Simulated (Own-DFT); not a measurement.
# Which defects push the lattice out? zincblende InP

Everything here is calculated. The program is Own-DFT (plane waves, in-house, since retired, never reviewed by a person); positions were held fixed, and spin and spin-orbit coupling were off.

Settings: PBE; PseudoDojo norm-conserving scalar-relativistic files; cutoff 36 hartree; 3 x 3 x 3 k mesh centred on Gamma; Fermi-Dirac smearing of 0.1 eV.

Keep in mind (not all hold for every row): not probed for a lower state with spin; forces on such cells moved up to 12 meV/angstrom on a denser k mesh; stress not checked against mesh or cutoff.

All runs share one cell, with vectors in Å (11.737, 0.000, 0.000); (0.000, 11.737, 0.000); (0.000, 0.000, 11.737) and a volume of 1617.0 Å³. u is the rms random offset of the atoms per axis. The defect's site can differ from row to row.

```
cell,formula,u (Å),P (GPa)
no defect,In32P32,0.0189,3.20
no defect,In32P32,0.0461,3.55
no defect,In32P32,0.0526,3.61
two P vacancies,In32P30,0.0275,2.80
two P vacancies,In32P30,0.0294,?
two P vacancies,In32P30,0.0305,2.97
two P vacancies,In32P30,0.0307,2.96
one In on a P site and one P on an In site,In32P32,0.0306,3.62
one In on a P site and one P on an In site,In32P32,0.0308,3.64
one In on a P site and one P on an In site,In32P32,0.0510,3.87
one P on an In site,In31P33,0.0275,3.09
one P on an In site,In31P33,0.0488,3.34
one P on an In site,In31P33,0.0538,3.42
```

## What the rows give

P = P0 + c u² + a shift for each defect gives P0 = 3.17 GPa, c = 163 ± 18 GPa/Å² and a scatter of 0.05 GPa. The shifts, and each times the cell's volume:

- one In on a P site and one P on an In site: 0.30 ± 0.04 GPa, 3.0 eV
- one P on an In site: -0.21 ± 0.04 GPa, -2.1 eV
- two P vacancies: -0.40 ± 0.04 GPa, -4.0 eV (-2.0 eV for each of its 2 sites)

A positive shift means that the defect pushes the cell outwards. Shift times volume (160.2 GPa Å³ is 1 eV) depends little on the cell's size, so, taken for each site, it can be compared between cells at like pressure. The atoms around the defects weren't relaxed, which would change these numbers.

## Prediction

Question: what pressure belongs in the blank (two P vacancies, u = 0.0294 Å)?

From the fit: 2.91 ± 0.06 GPa. The calculation gave 3.01 GPa.
